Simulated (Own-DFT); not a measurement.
# Computed records: GaP (zincblende, atoms displaced)

All values are calculated (Own-DFT development build). A calculation, not a measurement: plane-wave PBE density functional theory by an unreviewed code, no spin, of a simulated periodic cell, stress positive in tension, free energy of the whole cell less one offset for each atom, forces on such cells passed a denser k mesh, this cell's mesh not checked; offsets are fitted by least squares, one for each functional and potential file, so energies compare only between cells with the same atoms and settings and are not formation energies; the far tail of each file's local potential was reset to the Coulomb form; each entry is a single point on an unrelaxed cell, so the pressure reflects the starting lattice, mostly measured values (interpolated for alloys), from which strain is counted, and rises with the displacements; printed positions are rounded, which can move forces by about a meV/angstrom; the program, named Own-DFT, is a retired in-house code; no spin-orbit coupling.

Common to all runs: functional PBE; potential files PseudoDojo norm-conserving, scalar-relativistic, standard set; wave cutoff 42 hartree; occupations Fermi-Dirac; smearing width 0.1 eV; hardware one NVIDIA H100; k mesh 3 x 3 x 3 centred on Gamma.

(1) 
```xyz
64
Lattice="10.9010 0.0000 0.0000 0.0000 10.9010 0.0000 0.0000 0.0000 10.9010" Properties=species:S:1:pos:R:3:force_x:R:1:force_y:R:1:force_z:R:1 formula=GaP free_energy_of_cell_above_offsets=-6.718 pressure=9.73 stress_xx=-9.68 stress_yy=-10.07 stress_zz=-9.45 stress_yz=1.33 stress_xz=-2.9 stress_xy=1.85 wall_time=566.4
Ga    10.7535     0.1903     0.1493      0.702      -0.56      -0.57
Ga    10.8358     2.9698     2.8141      1.701     -6.736       3.63
Ga     2.8023     0.0389     2.6747      0.009     -0.341      0.708
Ga     2.6500     2.8705    10.8808       1.03     -1.638      1.105
P      1.3369     1.4889     1.5835     -0.192     -0.122     -1.222
P      1.1026     4.1631     3.9949      4.378      1.749      2.736
P      4.0500     1.4728     4.1397      0.147     -0.716      0.857
P      4.2088     4.0116     1.5110     -2.588      2.485     -3.508
Ga     0.0609     0.0282     5.7654      -1.23     -1.648     -3.098
Ga     0.0112     2.7027     8.4209     -0.806     -1.081     -2.287
Ga     2.5611     0.0535     8.1639      2.307     -0.296     -0.135
Ga     2.6918     2.8747     5.6324      -3.31      -3.18     -4.169
P      1.3896     1.3190     6.8138      0.087      3.008      1.135
P      1.4033     4.0567     9.3870     -3.609      -2.29      5.245
P      3.9242     1.1583     9.6571      1.067      2.009     -0.284
P      3.9398     4.1357     6.5719       1.53      0.717      6.089
Ga    10.8418     5.6242    10.8053      3.609     -2.327      3.003
Ga    10.5502     8.2463     2.6849      8.682     -5.177      8.087
Ga     2.5494     5.5617     2.2990      4.974     -5.299      5.106
Ga     2.7341     8.1523    10.6023     -2.109      2.252      3.853
P      1.3823     6.8755     1.5273     -4.467      5.364     -5.214
P      1.5449     9.3751     4.1135     -3.829      3.031     -1.838
P      3.9092     6.8047     4.2683      1.777      -1.49     -2.575
P      4.1817     9.5363     1.4038      -1.36     -0.852      0.023
Ga     0.2510     5.5375     5.5801     -6.771     -5.042     -6.853
Ga    10.8380     8.0484     8.1123      0.954     -1.062      1.493
Ga     2.5681     5.2375     8.3692      5.022      4.826     -4.279
Ga     2.8142     8.2888     5.3421      1.018     -0.736       3.71
P      1.2728     6.4912     6.8095      5.719      6.905      6.666
P      1.4674     9.5175     9.3395     -2.856      -0.83      1.476
P      4.0777     6.8991     9.6893      1.048     -2.893     -3.504
P      4.1975     9.6216     6.9860     -2.267       1.04     -1.898
Ga     5.4410     0.0331     0.2127      0.882      0.144     -0.767
Ga     5.3958     2.8597     2.8041      0.748     -2.341      1.814
Ga     8.2165     0.2272     2.7748      1.843      -3.96       1.82
Ga     8.1343     2.6661    10.8560       -0.6      1.425      2.214
P      6.8093     1.3465     1.7854      -2.21      2.334     -4.553
P      6.4605     4.2564     4.1924      6.109     -3.221     -3.851
P      9.4523     1.5661     4.0513        1.3     -0.521      1.721
P      9.9885     3.9728     1.4307     -6.526       4.51      -6.82
Ga     5.6094    10.8981     5.6491     -1.968     -1.357     -2.768
Ga     5.5566     2.5181     7.8638     -3.159      2.985      3.453
Ga     8.0713     0.0529     8.0908      0.587     -2.418      2.106
Ga     8.1221     2.9766     5.3650     -0.523     -0.762      0.453
P      6.8315     1.2619     6.8318      2.739      1.278      -2.45
P      6.9928     4.1856     9.4119     -3.518     -1.749      2.064
P      9.2871     1.4752     9.4247      1.811     -1.893      0.837
P      9.4689     4.0520     6.9751      5.484     -3.757     -5.125
Ga     5.3706     5.5326    10.8622      1.759     -1.167      1.046
Ga     5.4772     8.3775     2.9594      -1.43     -2.399     -1.086
Ga     8.2003     5.2921     2.8163     -0.719      0.094     -1.543
Ga     8.2845     8.1956     0.1003     -1.562     -0.968     -0.021
P      6.7565     6.8173     1.4535      0.458     -0.023      0.176
P      6.8833     9.4823     4.1711      1.706      1.834      1.144
P      9.5715     6.7953     3.7963     -1.022     -2.001      4.596
P      9.7638     9.2541     1.4194      -6.03      10.05     -8.996
Ga     5.3048     5.2243     5.4319     -2.092      6.275      2.284
Ga     5.3024     8.1750     8.1017      2.027     -1.534      1.471
Ga     8.2855     5.1523     8.0239     -3.791      6.491      2.907
Ga     8.2637     7.9924     5.4842     -0.107      0.556     -0.477
P      6.6588     6.7411     6.6998      0.843     -0.603      1.031
P      6.7907     9.4081     9.6661      0.158      1.285     -0.657
P      9.4558     6.6500     9.7299     -2.298      2.356      -3.91
P      9.5846     9.5261     7.0153     -1.262     -0.014     -1.604
```

Units: free_energy_of_cell_above_offsets in eV; pressure, stress_xx, stress_yy, stress_zz, stress_yz, stress_xz, stress_xy in GPa; wall_time in s; force_x, force_y, force_z in eV/Å.

(2) 
```xyz
64
Lattice="10.9010 0.0000 0.0000 0.0000 10.9010 0.0000 0.0000 0.0000 10.9010" Properties=species:S:1:pos:R:3:force_x:R:1:force_y:R:1:force_z:R:1 formula=GaP free_energy_of_cell_above_offsets=-11.231 pressure=8.3 stress_xx=-8.68 stress_yy=-8.58 stress_zz=-7.64 stress_yz=-2.05 stress_xz=0.92 stress_xy=-4.07 wall_time=554.6
Ga     0.1582    10.4380     0.1807      2.724      3.861     -2.925
Ga    10.7855     2.7029     2.6858     -1.401     -0.755      0.185
Ga     2.7232     0.0036     2.8184      0.207     -0.338     -2.255
Ga     2.7351     2.6053     0.0507      0.103      1.088     -0.821
P      1.3013     1.3627     1.4642      0.197     -0.948     -0.988
P      1.0280     3.9799     4.0528      3.785      0.249      0.152
P      4.0162     1.3998     3.9409      0.319      0.704      1.466
P      4.0094     4.2756     1.3576      5.796     -5.969     -5.165
Ga    10.8151    10.6780     5.3580      0.379      1.667      0.166
Ga     0.0141     2.6693     8.2510      1.678      2.132     -1.348
Ga     2.7197     0.0245     8.2199     -0.942     -1.471     -4.523
Ga     2.7760     2.7515     5.6122      -1.18      0.034     -1.719
P      1.3536     1.3550     6.7241     -0.735     -0.891      0.516
P      1.5631     4.3213     9.4859     -2.418     -2.092      1.756
P      4.0101     1.2615     9.2311      1.013      0.839      4.968
P      4.0882     3.8862     7.0228      0.585      1.886     -1.136
Ga    10.7502     5.4570     0.2941      3.895      2.783     -4.981
Ga     0.2416     8.4363     2.5524     -0.718     -2.184      0.696
Ga     2.8663     5.1869     2.5640     -6.259       4.98      6.375
Ga     2.8027     8.2657    10.8583     -4.376     -6.191     -6.066
P      1.3073     6.8615     1.1570      1.551      0.716      1.559
P      1.4736     9.5631     4.0527     -0.808      0.396        0.2
P      4.1240     6.6854     4.2091     -2.197     -0.828     -0.311
P      3.7930     9.4204     1.0724      6.636      6.357      6.869
Ga     0.1324     5.4623     5.4226     -5.764     -5.261     -3.244
Ga     0.1423     8.2206     8.4698     -2.576     -2.059     -3.143
Ga     2.8482     5.5602     8.1592      0.018      0.449     -1.385
Ga     2.5124     8.0568     5.2926      1.911     -0.264      0.439
P      1.2081     6.6642     6.4276      5.157      5.081      7.621
P      1.4128     9.6478     9.3400       0.71     -0.411      3.005
P      4.3245     6.7210     9.5174     -0.098      1.456        0.6
P      4.0182     9.2742     6.7142      0.634      1.751      0.899
Ga     5.5351     0.0252    10.6507     -0.971     -0.007      1.054
Ga     5.5236     2.8231     3.0641      -3.94     -3.975     -6.252
Ga     8.1170    10.8875     2.4784     -0.299      0.562      2.851
Ga     8.2923     2.4787     0.0824      1.583       3.74     -2.294
P      6.9329     1.5122     1.3027     -3.959     -1.676      1.927
P      6.5298     3.9848     4.2178      5.826      4.722      4.159
P      9.4147     1.3279     4.1818     -0.234      0.264     -0.788
P      9.5886     4.2823     1.3463     -4.294     -5.595      2.931
Ga     5.3387     0.2439     5.4357      0.398     -1.847      0.581
Ga     5.4226     2.4454     8.1947      1.551      1.843     -1.004
Ga     8.2579     0.2079     8.3149      0.143     -2.122     -3.427
Ga     8.0010     2.8210     5.8049      1.965      1.817     -3.794
P      6.9579     1.4018     6.8383     -3.267     -3.204      1.493
P      6.6543     4.0000     9.3781      1.733      0.119       1.35
P      9.4934     1.4928     9.3786       2.16     -0.203      3.265
P      9.3915     4.1860     6.8710      4.158      -1.79     -1.733
Ga     5.7216     5.3687     0.1133      -1.59      -0.61     -1.515
Ga     5.3951     7.8887     2.8982     -0.241      3.387      0.176
Ga     8.0728     5.3501     2.7262      0.796      0.196      1.834
Ga     8.3968     8.1066     0.1290     -1.734      0.605      0.688
P      6.6704     6.7181     1.5853      2.507      0.934      -1.72
P      6.9162     9.6452     4.2604     -1.221     -0.296     -1.979
P      9.6524     6.8123     4.2270     -0.733      0.159     -2.691
P      9.6166     9.6661     1.3762     -2.733     -2.546      1.735
Ga     5.4610     5.4841     5.6164     -2.171      -2.13     -0.289
Ga     5.7806     8.2206     8.2743     -1.488      0.044     -0.387
Ga     8.2060     5.4162     8.0172     -2.224      1.945      3.077
Ga     8.0163     7.9189     5.3059      1.228      1.426      0.689
P      6.7587     6.7328     6.7582      1.459      1.318      1.712
P      7.1529     9.6978     9.5539     -1.243     -2.135      0.967
P      9.5439     6.7948     9.6821      0.414     -0.965     -1.687
P      9.6270     9.4397     6.7767     -1.404      -0.75      1.608
```

Units: free_energy_of_cell_above_offsets in eV; pressure, stress_xx, stress_yy, stress_zz, stress_yz, stress_xz, stress_xy in GPa; wall_time in s; force_x, force_y, force_z in eV/Å.
